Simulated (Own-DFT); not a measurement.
# What random displacements cost in beta-Si3N4, 112 atoms (N64Si48)

All numbers below are calculated, not measured. They come from Own-DFT, an in-house plane-wave density functional program, since retired, whose code no person has reviewed. Each row is one single-point run on a periodic cell that was not relaxed, without spin or spin-orbit coupling.

Settings of every run: PBE; PseudoDojo norm-conserving scalar-relativistic files; cutoff 42 hartree; 2 x 2 x 4 k mesh centred on Gamma; Fermi-Dirac smearing of 0.1 eV.

Known limits, some of them of some rows only: some atoms lie very close together; forces on such cells moved up to 12 meV/angstrom on a denser k mesh; stress not checked against mesh or cutoff.

Cell vectors in Å: (15.212, 0.000, 0.000); (-7.606, 13.174, 0.000); (0.000, 0.000, 5.818). In each run every atom was moved at random and independently from its ideal site; u is the rms move along one axis. E is the free energy for each atom above the fitted value at u = 0, and F the rms of the force components.

```
run   u (Å)  E (meV/atom)  F (eV/Å)  largest force (eV/Å)  P (GPa)
  1  0.0189          17.5     0.820                  2.92     5.50
  2  0.0199          20.3     0.879                  3.16     5.53
  3  0.0200             ?         ?                     ?        ?
  4  0.0485         107.7     1.936                  8.70     7.63
  5  0.0508         121.3     2.071                  8.01     8.42
  6  0.0975         510.9     4.878                 23.27    18.78
  7  0.1000         471.0     4.722                 29.10    16.21
  8  0.1508        1165.8     9.594                 46.78    35.61
```

## Worked fit

For small independent moves the energy grows as E = (3/2) K u², with K the mean stiffness felt by one atom. The runs with u up to 0.11 Å give K = 32.6 ± 1.2 eV/Å², with residuals divided by u² + 0.0006 Å², since the noise grows with the moves. The scatter is 8.9 meV/atom at u = 0.05 Å. The forces follow F = G u with G = 44.4 eV/Å²; no force at u = 0 is resolved. G exceeds K because the moves of its neighbours add to the force on an atom, and stiffness differs between atoms. At u = 0.151 Å the parabola gives 1111 meV/atom and the run 1166. The pressure follows P = 4.99 + 1276 u² GPa: at fixed volume, shortened bonds push harder than stretched ones pull.

## Withheld run

Question: what energy and rms force should run 3 give?

The fit gives 20 ± 3 meV/atom and about 0.89 eV/Å. The calculation gave 21.7 meV/atom and 0.939 eV/Å.
